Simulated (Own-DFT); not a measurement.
# Computed records: Si12O23 (quartz with two neutral oxygen vacancies, atoms displaced)

A calculation, not a measurement: plane-wave PBE and HSE06 DFT by an unreviewed code, no spin, of a simulated cell at Gamma alone, so results move with cell size and shape, stress positive in tension, energies less offsets, not probed for a lower state with spin; oxygen file: force components 24 meV/angstrom off all-electron in a glass; k mesh not checked against a denser one; forces and stress are PBE's, HSE06 gives the energy alone, and its difference from PBE has offsets of its own; offsets are fitted by least squares, one for each functional and potential file, so energies compare only between cells with the same atoms and settings and are not formation energies; the far tail of each file's local potential was reset to the Coulomb form; each entry is a single point on an unrelaxed cell, so the pressure reflects the starting lattice, mostly measured values (interpolated for alloys), from which strain is counted, and rises with the displacements; printed positions are rounded, which can move forces by about a meV/angstrom; the program, named Own-DFT, is a retired in-house code; no spin-orbit coupling. Program: Own-DFT development build.

Common to all runs: first functional PBE; second functional HSE06; exact exchange share 0.25; screening 0.11 1/bohr; exchange divergence Gygi-Baldereschi; potential files PseudoDojo norm-conserving, scalar-relativistic, made for PBE, standard set; wave cutoff 48 hartree; occupations fixed; k mesh 1 x 1 x 1 centred on Gamma.

(1) Si12O23 (quartz with two neutral oxygen vacancies, atoms displaced)

```
cell vectors (Å)
   9.8268     0.0000     0.0000
  -4.9134     8.5103     0.0000
   0.0000     0.0000    10.8104
atoms (fractions of the cell vectors)
Si  0.23702  0.99892  0.00202
Si  0.00242  0.24051  0.33495
Si  0.26805  0.26926  0.16753
O   0.20140  0.12893  0.05701
O   0.43161  0.29402  0.22587
O   0.36564  0.07171  0.38946
O   0.07029  0.36954  0.44672
O   0.13360  0.20530  0.27355
O   0.29649  0.42627  0.10863
Si  0.23206  0.00188  0.50239
Si  0.99759  0.23678  0.82898
Si  0.26193  0.26471  0.66733
O   0.20257  0.13245  0.56525
O   0.42462  0.29003  0.72031
O   0.36375  0.06915  0.89053
O   0.07152  0.36533  0.94364
O   0.13569  0.20610  0.77610
O   0.29561  0.42780  0.60967
Si  0.23055  0.50024  0.00201
Si  0.00107  0.73579  0.33571
Si  0.26089  0.76107  0.16782
O   0.20627  0.64225  0.06065
O   0.42820  0.79284  0.22703
O   0.36931  0.57289  0.39327
O   0.07365  0.86681  0.43762
O   0.13605  0.70988  0.27425
O   0.29350  0.92732  0.10890
Si  0.23839  0.50494  0.50354
Si  0.00349  0.73318  0.83685
Si  0.26489  0.77087  0.66356
O   0.20688  0.63212  0.55916
O   0.42610  0.78983  0.72367
O   0.36684  0.57396  0.89198
O   0.07131  0.86622  0.94104
O   0.13411  0.71032  0.77416
O   0.29473  0.93253  0.60979
Si  0.72922  0.99718  0.00226
Si  0.50222  0.23400  0.33227
Si  0.76329  0.25769  0.16630
O   0.70492  0.12397  0.05621
O   0.92708  0.29675  0.22128
O   0.86600  0.07672  0.39600
O   0.56666  0.35874  0.44349
O   0.63242  0.20684  0.27526
O   0.79096  0.42179  0.10685
Si  0.73797  0.99877  0.49511
Si  0.49678  0.23420  0.83650
Si  0.76770  0.26242  0.66786
O   0.70139  0.13258  0.55701
O   0.92691  0.29044  0.72574
O   0.86930  0.06969  0.89041
O   0.57389  0.36804  0.94373
O   0.63411  0.20495  0.77608
O   0.79466  0.42422  0.60995
Si  0.73233  0.49764  0.99674
Si  0.49747  0.74060  0.33249
Si  0.76387  0.76445  0.16598
O   0.93251  0.78833  0.23054
O   0.86353  0.57077  0.39405
O   0.56684  0.86109  0.43883
O   0.63365  0.70671  0.27940
Si  0.73743  0.49422  0.50176
Si  0.50429  0.73667  0.83289
Si  0.75940  0.76028  0.66720
O   0.70422  0.62685  0.56273
O   0.92127  0.78949  0.72447
O   0.86661  0.57182  0.89349
O   0.57343  0.86617  0.93867
O   0.62984  0.71104  0.77604
O   0.78646  0.92101  0.60900
```

| Property | Result |
| --- | --- |
| PBE energy of cell above offsets | -21.307 eV |
| HSE06 less PBE above offsets | 0.123 eV |
| PBE pressure | 6.53 GPa |
| PBE stress xx | -6.86 GPa |
| PBE stress yy | -6.52 GPa |
| PBE stress zz | -6.2 GPa |
| PBE stress yz | -0.84 GPa |
| PBE stress xz | 0.1 GPa |
| PBE stress xy | 0.35 GPa |

Force:
```csv
element,x (eV/Å),y (eV/Å),z (eV/Å)
Si,-1.048,-0.355,-0.596
Si,0.057,0.292,-0.378
Si,1.272,-2.788,-0.307
O,-0.294,1.793,1.39
O,-1.02,0.294,-0.956
O,-0.955,-1.027,1.167
O,0.046,-0.509,-0.756
O,-0.759,0.118,0.638
O,-1.389,2.292,-1.255
Si,0.906,0.531,-1.56
Si,2.705,-1.543,3.296
Si,0.482,0.592,0.664
O,-0.398,-1.065,-1.564
O,1.72,0.05,1.674
O,0.19,-0.115,0.209
O,-0.758,-0.566,-0.704
O,-1.093,0.058,0.655
O,-0.516,0.823,-0.45
Si,1.464,1.14,-0.368
Si,1.046,-2.143,0.684
Si,0.839,3.106,1.281
O,0.847,-3.323,-2.629
O,-2.189,0.743,-2.411
O,-0.618,-0.376,0.215
O,0.026,1.232,1.889
O,-0.233,-0.901,1.284
O,0.701,-0.164,0.597
Si,1.617,-1.589,-1.356
Si,-2.965,0.99,-1.217
Si,1.525,-1.532,1.328
O,-1.779,2.242,1.119
O,-0.597,0.335,-0.259
O,-0.796,-0.721,1.133
O,0.254,0.306,0.525
O,1.751,-0.385,-0.967
O,-0.219,0.668,-0.443
Si,5.897,-3.677,-1.547
Si,-1.647,-0.019,1.186
Si,-2.029,0.871,-0.891
O,-3.225,4.105,2.806
O,2.311,-0.341,1.695
O,1.922,1.255,-2.541
O,0.886,1.218,0.801
O,2.611,-0.723,-1.209
O,0.193,-0.446,-0.299
Si,-3.228,-1.52,3.354
Si,0.394,0.34,-2.104
Si,-2.267,-0.987,-0.698
O,0.889,-0.567,-0.135
O,-0.316,1.212,-1.464
O,-0.945,-0.269,0.893
O,-2.084,-2.382,-1.506
O,-0.266,0.208,0.35
O,0.51,0.297,0.295
Si,0.537,3.512,4.078
Si,2.181,-3.301,0.209
Si,0.532,-0.43,-1.942
O,-3.45,1.199,-2.963
O,0.95,0.309,-0.558
O,0.801,3.145,2.445
O,0.464,0.259,-0.511
Si,-2.259,-0.178,-0.084
Si,-4.377,-0.333,0.638
Si,0.468,-0.42,0.194
O,-0.186,-0.44,-0.375
O,1.783,-0.164,1.491
O,0.596,-0.408,-0.67
O,-1.04,-0.043,0.353
O,4.094,-1.046,-1.662
O,-0.522,1.261,-1.204
```

(2) Si12O23 (quartz with two neutral oxygen vacancies, atoms displaced)

```
cell vectors (Å)
   9.8268     0.0000     0.0000
  -4.9134     8.5103     0.0000
   0.0000     0.0000    10.8104
atoms (fractions of the cell vectors)
Si  0.24001  0.00283  0.99855
Si  0.99889  0.23604  0.32847
Si  0.26746  0.26484  0.16085
O   0.20468  0.12803  0.05954
O   0.42962  0.29469  0.22719
O   0.36725  0.07022  0.39194
O   0.06857  0.36510  0.44648
O   0.13250  0.20639  0.26954
O   0.29217  0.42649  0.10245
Si  0.23612  0.00025  0.49944
Si  0.99733  0.23535  0.83690
Si  0.26591  0.27085  0.66754
O   0.20399  0.13130  0.55846
O   0.42442  0.28994  0.72834
O   0.36790  0.07625  0.88700
O   0.07397  0.36907  0.93733
O   0.13402  0.20811  0.77515
O   0.29142  0.42402  0.60826
Si  0.23502  0.50432  0.00510
Si  0.00189  0.73549  0.32989
Si  0.25907  0.76566  0.16652
O   0.21133  0.63363  0.05698
O   0.41998  0.78474  0.22675
O   0.36492  0.57039  0.39093
O   0.07180  0.86899  0.43563
O   0.13620  0.70829  0.27573
O   0.29575  0.93120  0.10831
Si  0.23795  0.49902  0.50163
Si  0.00281  0.73754  0.83445
Si  0.25982  0.76769  0.66751
O   0.21164  0.64248  0.55960
O   0.43626  0.80010  0.71985
O   0.37589  0.57936  0.89304
O   0.08009  0.87304  0.93712
O   0.13652  0.70916  0.77305
O   0.29738  0.92662  0.60794
Si  0.73448  0.00076  0.00567
Si  0.50237  0.23586  0.33176
Si  0.77153  0.27200  0.16234
O   0.93004  0.29433  0.23093
O   0.86448  0.07297  0.39202
O   0.56887  0.36189  0.44421
O   0.62928  0.20637  0.27678
O   0.79920  0.43192  0.10261
Si  0.73930  0.00094  0.49937
Si  0.49441  0.23430  0.84091
Si  0.76431  0.25949  0.66289
O   0.70562  0.13130  0.55790
O   0.92731  0.29075  0.71921
O   0.87122  0.07590  0.89379
O   0.57327  0.36750  0.94160
O   0.62942  0.20458  0.77312
O   0.79586  0.41787  0.60337
Si  0.72892  0.50217  0.99817
Si  0.50406  0.73845  0.33370
Si  0.76566  0.76250  0.16783
O   0.70597  0.63326  0.06468
O   0.92849  0.79215  0.22346
O   0.85816  0.56852  0.38987
O   0.57926  0.86557  0.44245
O   0.63214  0.70596  0.27302
O   0.79369  0.92977  0.10912
Si  0.73216  0.49918  0.50237
Si  0.50238  0.73652  0.82933
Si  0.76871  0.76405  0.66490
O   0.70310  0.63027  0.55967
O   0.92794  0.79408  0.72864
O   0.86543  0.57187  0.89391
O   0.63568  0.70966  0.77504
O   0.78617  0.92557  0.60599
```

| Item | Value |
| --- | --- |
| PBE energy of cell above offsets | -21.192 eV |
| HSE06 less PBE above offsets | 0.063 eV |
| PBE pressure | 7.28 GPa |
| PBE stress xx | -7.18 GPa |
| PBE stress yy | -7.88 GPa |
| PBE stress zz | -6.79 GPa |
| PBE stress yz | 1.34 GPa |
| PBE stress xz | -0.84 GPa |
| PBE stress xy | 1.7 GPa |

Force:
```csv
element,x (eV/Å),y (eV/Å),z (eV/Å)
Si,0.337,-0.366,-0.55
Si,2.576,-0.821,4.688
Si,-0.24,0.091,2.11
O,-0.531,0.906,-0.101
O,-1.379,0.44,-1.517
O,0.077,0.102,-0.332
O,0.431,-0.41,-0.932
O,0.646,0.118,-0.462
O,1.346,-0.695,1.335
Si,0.141,-0.006,0.148
Si,0.637,0.804,-3.153
Si,1.053,-3.876,0.669
O,-0.296,1.017,0.837
O,-0.112,0.662,-0.02
O,-1.457,-4.129,2.635
O,0.205,1.761,1.54
O,-0.168,-0.024,0.262
O,-0.249,2.506,-0.555
Si,1.958,-2.245,-4.923
Si,-1.517,-1.217,1.997
Si,2.51,0.075,-0.308
O,-3.085,3.422,1.942
O,-0.329,0.6,-0.524
O,0.458,0.394,-0.023
O,0.134,-0.018,0.506
O,-0.038,-0.821,0.063
O,0.306,-0.181,-0.031
Si,-2.163,1.055,-0.651
Si,-0.193,-1.073,0.22
Si,4.213,-0.157,-0.415
O,0.73,-2.175,-1.299
O,-1.375,-0.264,0.058
O,-1.523,-1.861,1.798
O,-0.479,-0.661,0.138
O,-1.475,-0.898,2.056
O,-1.478,2.291,-1.219
Si,-2.849,0.938,-2.255
Si,-2.056,-0.364,2.393
Si,-0.176,-3.626,0.23
O,-2.998,2.004,-3.136
O,1.152,0.647,-1.29
O,-0.287,0.323,0.164
O,4.302,0.266,-2.731
O,-0.443,0.808,-0.077
Si,-1.378,0.722,-0.272
Si,3.04,2.557,-4.953
Si,-1.038,-0.699,2.177
O,-0.308,-0.856,-0.905
O,1.327,-0.115,1.49
O,-0.917,-1.854,1.441
O,-1.278,-0.21,0.74
O,-0.053,0.388,0.258
O,-1.509,2.821,-1.246
Si,2.344,0.524,0.593
Si,-1.325,-0.985,0.669
Si,-1.096,1.996,0.66
O,-0.562,-0.743,-1.266
O,0.289,0.369,-0.442
O,0.786,1.323,-0.663
O,-1.046,-0.802,-0.673
O,1.027,-0.254,-0.223
O,1.752,-1.49,1.768
Si,1.514,-2.047,-0.59
Si,-0.481,2.951,1.215
Si,-1.891,0.933,0.481
O,-0.493,0.766,0.557
O,0.202,0.313,-0.563
O,0.196,0.902,-0.47
O,2.308,-0.454,-1.066
O,2.276,-1.395,1.993
```

(3) Si12O23 (quartz with two neutral oxygen vacancies, atoms displaced)

```
cell vectors (Å)
   9.8268     0.0000     0.0000
  -4.9134     8.5103     0.0000
   0.0000     0.0000    10.8104
atoms (fractions of the cell vectors)
Si  0.23380  0.99519  0.00029
Si  0.99513  0.23063  0.32747
Si  0.26242  0.26048  0.16621
O   0.21050  0.13829  0.06003
O   0.42530  0.28703  0.22202
O   0.36022  0.07157  0.39051
O   0.07745  0.36894  0.44148
O   0.13391  0.20778  0.27450
O   0.29480  0.42674  0.10521
Si  0.23648  0.00090  0.49744
Si  0.00493  0.23783  0.83150
Si  0.26329  0.26030  0.66807
O   0.20652  0.13094  0.56366
O   0.42477  0.29057  0.72020
O   0.37003  0.07403  0.89460
O   0.08024  0.36453  0.94179
O   0.13716  0.20533  0.77530
O   0.29558  0.42386  0.61094
Si  0.23215  0.49245  0.00238
Si  0.00192  0.73479  0.34237
Si  0.25763  0.76666  0.17022
O   0.42618  0.79094  0.22834
O   0.36535  0.57237  0.39406
O   0.07552  0.87005  0.43941
O   0.13791  0.71366  0.27690
Si  0.23614  0.49689  0.50081
Si  0.99561  0.73640  0.83509
Si  0.26812  0.76353  0.66567
O   0.20941  0.63425  0.56060
O   0.42488  0.79425  0.73171
O   0.37373  0.58318  0.89160
O   0.06591  0.86567  0.94466
O   0.13335  0.71786  0.76967
O   0.29262  0.92587  0.60786
Si  0.73349  0.00317  0.99919
Si  0.50711  0.23845  0.33445
Si  0.77400  0.26708  0.16685
O   0.70840  0.13224  0.05679
O   0.93409  0.29854  0.22741
O   0.86372  0.06651  0.39481
O   0.57396  0.36986  0.43910
O   0.63056  0.20443  0.27479
O   0.79103  0.41799  0.10432
Si  0.73812  0.00455  0.49586
Si  0.49660  0.23376  0.83721
Si  0.76828  0.26574  0.66945
O   0.71070  0.13651  0.55840
O   0.92462  0.29514  0.72518
O   0.86505  0.06880  0.89002
O   0.57462  0.36364  0.93806
O   0.63575  0.20742  0.77162
O   0.79253  0.42803  0.61031
Si  0.73744  0.49411  0.00094
Si  0.49852  0.73812  0.32976
Si  0.76871  0.76526  0.16786
O   0.70531  0.63171  0.05963
O   0.92670  0.79400  0.22644
O   0.86889  0.57358  0.39201
O   0.57361  0.86818  0.44271
O   0.63270  0.70535  0.27537
O   0.79282  0.92788  0.10349
Si  0.73772  0.50120  0.49877
Si  0.50089  0.73470  0.83287
Si  0.76607  0.76822  0.66734
O   0.70613  0.63450  0.56060
O   0.92877  0.79689  0.72416
O   0.86925  0.57251  0.89468
O   0.57117  0.86361  0.94148
O   0.63374  0.70626  0.77759
O   0.79536  0.92817  0.60325
```

| Item | Value |
| --- | --- |
| PBE energy of cell above offsets | -20.873 eV |
| HSE06 less PBE above offsets | -0.018 eV |
| PBE pressure | 7.72 GPa |
| PBE stress xx | -8.83 GPa |
| PBE stress yy | -6.86 GPa |
| PBE stress zz | -7.48 GPa |
| PBE stress yz | -0.37 GPa |
| PBE stress xz | -0.51 GPa |
| PBE stress xy | -1.8 GPa |

Force:
```csv
element,x (eV/Å),y (eV/Å),z (eV/Å)
Si,0.711,-0.561,2.17
Si,2.365,0.062,4.819
Si,0.445,2.204,1.057
O,0.199,-2.594,-2.29
O,0.943,0.249,0.903
O,1.66,1.565,-1.564
O,-1.58,-2.706,-1.86
O,0.057,-0.57,0.011
O,1.719,-1.32,1.94
Si,0.242,0.075,2.751
Si,-1.184,-1.816,-0.11
Si,-0.114,0.784,-0.842
O,-0.364,-0.979,-1.326
O,2.693,-0.076,2.29
O,-0.765,-1.893,0.745
O,-2.212,-2.183,-1.403
O,-1.021,-0.485,1.026
O,-0.842,1.009,-0.786
Si,0.516,6.435,0.134
Si,-0.934,1.148,-3.446
Si,2.672,0.45,-5.371
O,-2.773,1.454,-2.573
O,0.729,0.736,-0.784
O,-0.935,0.078,0.845
O,-1.707,-1.135,2.562
Si,0.799,0.841,1.155
Si,1.005,0.475,-1.022
Si,-1.311,1.04,0.633
O,0.069,-1.075,-0.791
O,0.349,0.621,-0.811
O,-2.235,-4.742,2.639
O,-0.268,0.212,-0.083
O,0.086,-0.689,0.708
O,-0.024,0.614,-0.857
Si,1.721,-3.064,-1.891
Si,-3.54,-1.081,-0.222
Si,-2.221,-2.764,0.256
O,-1.684,2.962,2.183
O,-1.379,0.871,-1.761
O,2.456,2.587,-3.734
O,-0.036,0.206,0.262
O,3.724,0.054,-1.858
O,0.5,1.175,0.542
Si,-1.818,-2.057,3.111
Si,1.281,0.431,-4.264
Si,-2.474,-0.263,-2.146
O,-0.342,0.537,0.024
O,3.825,0.536,1.911
O,0.416,1.392,-0.564
O,-0.015,1.45,1.579
O,-1.756,-0.478,1.637
O,-0.018,0.462,-0.632
Si,-2.288,1.973,-0.681
Si,2.049,-1.34,3.506
Si,-2.284,-0.011,-0.963
O,0.855,-0.939,-0.246
O,2.477,-0.086,1.772
O,-0.089,-1.463,0.338
O,-0.614,-0.648,-0.838
O,0.525,0.186,-0.426
O,0.742,-0.535,1.145
Si,-0.773,0.143,1.959
Si,0.404,2.374,-0.018
Si,-0.772,-0.353,-0.033
O,0.354,-0.446,-0.55
O,0.103,0.113,0.391
O,0.039,-0.693,0.039
O,-0.02,1.131,0.574
O,1.631,0.123,-1.216
O,0.033,0.29,0.34
```

(4) Si12O23 (quartz with two neutral oxygen vacancies, atoms displaced)

```
cell vectors (Å)
   9.8268     0.0000     0.0000
  -4.9134     8.5103     0.0000
   0.0000     0.0000    10.8104
atoms (fractions of the cell vectors)
Si  0.23537  0.99474  0.99720
Si  0.99428  0.24002  0.33696
Si  0.26121  0.26741  0.16748
O   0.20994  0.13609  0.05612
O   0.42489  0.29387  0.22674
O   0.37372  0.07687  0.38972
O   0.07175  0.36020  0.44006
O   0.13511  0.21147  0.27451
O   0.29279  0.42995  0.10732
Si  0.22944  0.99582  0.50038
Si  0.00362  0.23971  0.83178
Si  0.26425  0.26812  0.66124
O   0.20716  0.13189  0.55732
O   0.43121  0.29008  0.72880
O   0.36828  0.07061  0.89220
O   0.07015  0.36453  0.94276
O   0.12967  0.21065  0.77404
O   0.29009  0.42666  0.60970
Si  0.23245  0.50299  0.00011
Si  0.99727  0.73380  0.33258
Si  0.27207  0.77251  0.16901
O   0.21156  0.63670  0.05381
O   0.42843  0.79209  0.22753
O   0.36430  0.56936  0.39352
O   0.07896  0.87459  0.44109
O   0.13692  0.70980  0.27447
O   0.28863  0.92379  0.10712
Si  0.23267  0.49982  0.49743
Si  0.99996  0.73160  0.83780
Si  0.26199  0.76499  0.66180
O   0.20208  0.62986  0.55687
O   0.36706  0.57423  0.89077
O   0.06824  0.86163  0.94145
O   0.29935  0.93726  0.60510
Si  0.73669  0.00020  0.00279
Si  0.50232  0.23453  0.33446
Si  0.76569  0.26157  0.17013
O   0.71023  0.13176  0.06194
O   0.92349  0.28876  0.22456
O   0.86868  0.07719  0.39861
O   0.57804  0.36664  0.43859
O   0.62847  0.20592  0.27382
O   0.79400  0.42367  0.10430
Si  0.73717  0.99772  0.50514
Si  0.49800  0.23380  0.83034
Si  0.76731  0.26122  0.66309
O   0.70063  0.12592  0.55575
O   0.92858  0.29335  0.72659
O   0.86730  0.07850  0.89223
O   0.56936  0.35916  0.93988
O   0.63264  0.20494  0.77660
O   0.79335  0.42564  0.60552
Si  0.73355  0.50075  0.99895
Si  0.49966  0.73947  0.33275
Si  0.76827  0.77472  0.16918
O   0.70353  0.63360  0.05999
O   0.92580  0.79619  0.22873
O   0.85786  0.57054  0.39062
O   0.57476  0.86791  0.44191
O   0.63376  0.71097  0.27286
O   0.78888  0.92354  0.11199
Si  0.73168  0.49840  0.49964
Si  0.49989  0.73540  0.83018
Si  0.76275  0.76539  0.65878
O   0.71018  0.63263  0.56077
O   0.92684  0.79225  0.72897
O   0.86527  0.57328  0.88874
O   0.57458  0.86206  0.93937
O   0.63370  0.70473  0.77036
O   0.79579  0.93279  0.61131
```

| Property | Result |
| --- | --- |
| PBE energy of cell above offsets | -20.530 eV |
| HSE06 less PBE above offsets | -0.024 eV |
| PBE pressure | 7.87 GPa |
| PBE stress xx | -6.65 GPa |
| PBE stress yy | -9.86 GPa |
| PBE stress zz | -7.11 GPa |
| PBE stress yz | -0.08 GPa |
| PBE stress xz | -1.51 GPa |
| PBE stress xy | 1.63 GPa |

Force:
```csv
element,x (eV/Å),y (eV/Å),z (eV/Å)
Si,-1.498,2.029,-0.027
Si,2.751,-3.006,-2.764
Si,1.839,-0.518,-1.081
O,0.075,-0.509,0.052
O,0.402,0.15,0.364
O,-1.955,-3.114,2.269
O,-0.22,2.818,2.704
O,-2.214,-0.464,1.388
O,-0.212,0.496,-0.086
Si,3.74,4.224,-0.894
Si,-1.709,-0.604,2.085
Si,1.739,-2.353,2.985
O,-1.135,1.482,0.668
O,-4.734,1.231,-4.204
O,-0.126,-0.907,-0.017
O,-0.175,0.708,0.337
O,3.978,-0.262,-2.321
O,-0.733,2.02,-1.372
Si,2.235,-1.691,-1.379
Si,0.54,0.452,0.888
Si,-0.807,-2.759,-1.446
O,-1.899,3.187,2.523
O,-0.761,1.098,-1.254
O,0.77,1.283,-1.073
O,-3.023,-4.69,-2.901
O,-0.422,-0.322,0.467
O,0.404,1.03,0.201
Si,0.657,-0.791,0.766
Si,2.11,0.973,-4.428
Si,0.023,0.59,4.08
O,-0.825,0.332,-0.521
O,-0.387,-1.07,0.42
O,0.227,1.362,1.639
O,1.435,-1.438,1.113
Si,0.392,-0.41,-2.136
Si,-2.746,1.49,-1.299
Si,-3.022,0.661,-1.744
O,-0.983,0.302,0.476
O,1.381,0.847,0.712
O,0.08,-0.698,-0.316
O,-1.306,-0.381,0.34
O,3.211,-0.345,-1.337
O,0.123,0.033,0.288
Si,-0.861,0.26,-2.435
Si,2.087,-1.247,2.574
Si,-1.952,-0.067,1.358
O,-1,1.875,1.344
O,-0.913,0.603,-1.492
O,-0.277,-1.025,0.711
O,0.35,1.634,1.156
O,2.18,0.035,-1.746
O,0.379,-0.267,0.081
Si,-0.309,-1.086,0.031
Si,1.722,-1.88,1.936
Si,0.99,-5.318,-0.059
O,0.175,0.874,0.677
O,0.784,0.456,0.057
O,1.326,1.184,-0.931
O,-0.207,-0.471,0.099
O,-0.265,-0.345,0.806
O,-1.119,3.99,-1.816
Si,1.338,-0.341,0.719
Si,-1.604,0.02,-1.879
Si,2.144,0.513,4.317
O,-0.989,-0.294,-1.339
O,-1.423,0.299,-1.255
O,-0.868,-2.498,1.383
O,0.177,1.199,1.07
O,-0.163,-0.148,-0.371
O,1.076,-0.422,0.834
```

(5) Si12O23 (quartz with two neutral oxygen vacancies, atoms displaced)

```
cell vectors (Å)
   9.8268     0.0000     0.0000
  -4.9134     8.5103     0.0000
   0.0000     0.0000    10.8104
atoms (fractions of the cell vectors)
Si  0.23610  0.99350  0.99687
Si  0.00461  0.23611  0.33062
Si  0.26500  0.26254  0.16909
O   0.20854  0.13001  0.06349
O   0.42474  0.29247  0.22518
O   0.37037  0.07854  0.39110
O   0.07007  0.36114  0.44073
O   0.14009  0.21286  0.27329
O   0.29244  0.42554  0.10155
Si  0.23618  0.00210  0.49892
Si  0.99735  0.23435  0.83701
Si  0.26214  0.26501  0.66717
O   0.20188  0.12525  0.55576
O   0.43021  0.29691  0.72585
O   0.36269  0.06774  0.89810
O   0.08042  0.37016  0.94194
O   0.13068  0.19792  0.76906
O   0.29172  0.42727  0.60728
Si  0.23358  0.50287  0.99861
Si  0.00325  0.73311  0.32463
Si  0.26801  0.77228  0.17100
O   0.20714  0.63959  0.06068
O   0.42042  0.78761  0.22304
O   0.36218  0.56761  0.39123
O   0.07643  0.86569  0.44376
O   0.13889  0.71025  0.26933
O   0.29956  0.92785  0.10411
Si  0.23382  0.49922  0.50203
Si  0.99577  0.73223  0.83393
Si  0.26488  0.76798  0.66389
O   0.20662  0.62624  0.55364
O   0.42408  0.79202  0.72649
O   0.36917  0.57520  0.89484
O   0.07550  0.86942  0.93775
O   0.13542  0.70443  0.77173
O   0.29081  0.92419  0.60298
Si  0.74044  0.99706  0.00124
Si  0.49983  0.23076  0.33278
Si  0.76562  0.27110  0.16408
O   0.70341  0.13082  0.06092
O   0.92724  0.29509  0.23088
O   0.86815  0.07708  0.39031
O   0.57936  0.36895  0.43858
O   0.63323  0.20235  0.27238
O   0.78628  0.42754  0.10557
Si  0.73193  0.99523  0.50312
Si  0.50116  0.23946  0.82792
Si  0.76261  0.26330  0.66714
O   0.92219  0.28649  0.72550
O   0.86929  0.07435  0.89277
O   0.56945  0.36763  0.94092
O   0.62904  0.20545  0.77496
O   0.79101  0.42172  0.60521
Si  0.73437  0.50180  0.00264
Si  0.49791  0.72757  0.33417
Si  0.76708  0.76465  0.16529
O   0.70811  0.63648  0.06073
O   0.92866  0.79401  0.22880
O   0.86534  0.57152  0.39384
O   0.63066  0.70156  0.27487
O   0.79325  0.92839  0.10260
Si  0.73405  0.50251  0.49661
Si  0.50765  0.73659  0.83780
Si  0.76344  0.76003  0.66866
O   0.71141  0.63589  0.55939
O   0.92405  0.79491  0.72540
O   0.87218  0.57563  0.89177
O   0.57010  0.86574  0.94628
O   0.63295  0.70743  0.77560
O   0.79309  0.92654  0.60225
```

| Property | Result |
| --- | --- |
| PBE energy of cell above offsets | -20.127 eV |
| HSE06 less PBE above offsets | -0.009 eV |
| PBE pressure | 8.37 GPa |
| PBE stress xx | -10.5 GPa |
| PBE stress yy | -6.75 GPa |
| PBE stress zz | -7.86 GPa |
| PBE stress yz | 2.96 GPa |
| PBE stress xz | -0.31 GPa |
| PBE stress xy | -0.16 GPa |

Force:
```csv
element,x (eV/Å),y (eV/Å),z (eV/Å)
Si,-1.823,1.59,3.104
Si,-0.918,-0.321,1.206
Si,-0.131,1.357,-3.213
O,-0.05,-0.988,-0.663
O,2.357,0.413,1.256
O,-0.944,-2.859,1.468
O,0.559,1.138,0.908
O,-0.734,-1.021,1.328
O,0.601,-0.649,1.082
Si,1.202,-1.295,-1.465
Si,1.899,1.36,-1.778
Si,1.191,-0.772,-1.824
O,-1.645,3.69,2.444
O,-2.003,0.457,-1.93
O,2.886,3.519,-4.223
O,-2.293,-2.63,-1.847
O,-2.068,-0.013,1.893
O,1.018,-0.526,0.944
Si,1.421,2.492,2.05
Si,-0.15,-0.042,5.217
Si,0.912,-0.935,-4.203
O,-0.002,-0.751,-0.54
O,3.83,0.323,2.19
O,0.19,-0.783,0.077
O,-0.687,-2.118,-2.397
O,-1.95,-1.406,2.415
O,-0.194,0.731,0.48
Si,0.898,-3.062,-2.679
Si,2.342,2.625,-1.954
Si,1.246,-2.286,-0.129
O,-2.93,4.563,2.807
O,1.422,-0.01,0.708
O,0.341,-0.069,-0.484
O,-1.399,-1.632,-0.546
O,-1.798,-0.089,0.692
O,0.531,1.001,0.174
Si,-4.318,2.394,-2.102
Si,0.413,3.206,-1.441
Si,1.715,-2.621,1.256
O,0.709,0.254,-0.377
O,-1.542,0.837,-2.076
O,-0.451,-1.387,0.788
O,-1.542,-1.695,-0.968
O,-0.064,0.263,-0.049
O,1.313,0.312,1.382
Si,-3.347,1.992,-3.291
Si,-0.906,-2.161,4.036
Si,0.4,-2.8,-1.946
O,1.075,0.656,0.982
O,-0.31,-1.545,0.621
O,0.408,0.534,-0.084
O,1.684,-0.339,-0.491
O,-0.729,1.443,-0.64
Si,-0.999,-0.033,-3.307
Si,-1.049,3.213,0.962
Si,-1.366,1.235,1.901
O,-0.107,-0.529,-1.096
O,-1.504,0.794,-2.03
O,1.57,1.551,-2.018
O,2.195,0.008,-1.697
O,3.28,-2.426,3.759
Si,1.588,-0.592,1.565
Si,-4.292,0.282,-0.475
Si,-1.416,1.927,-1.386
O,-0.823,-0.213,-0.056
O,1.9,0.077,1.212
O,-1.827,-3.046,2.151
O,0.649,0.414,-0.131
O,2.079,-0.506,-0.698
O,2.488,-2.505,3.176
```
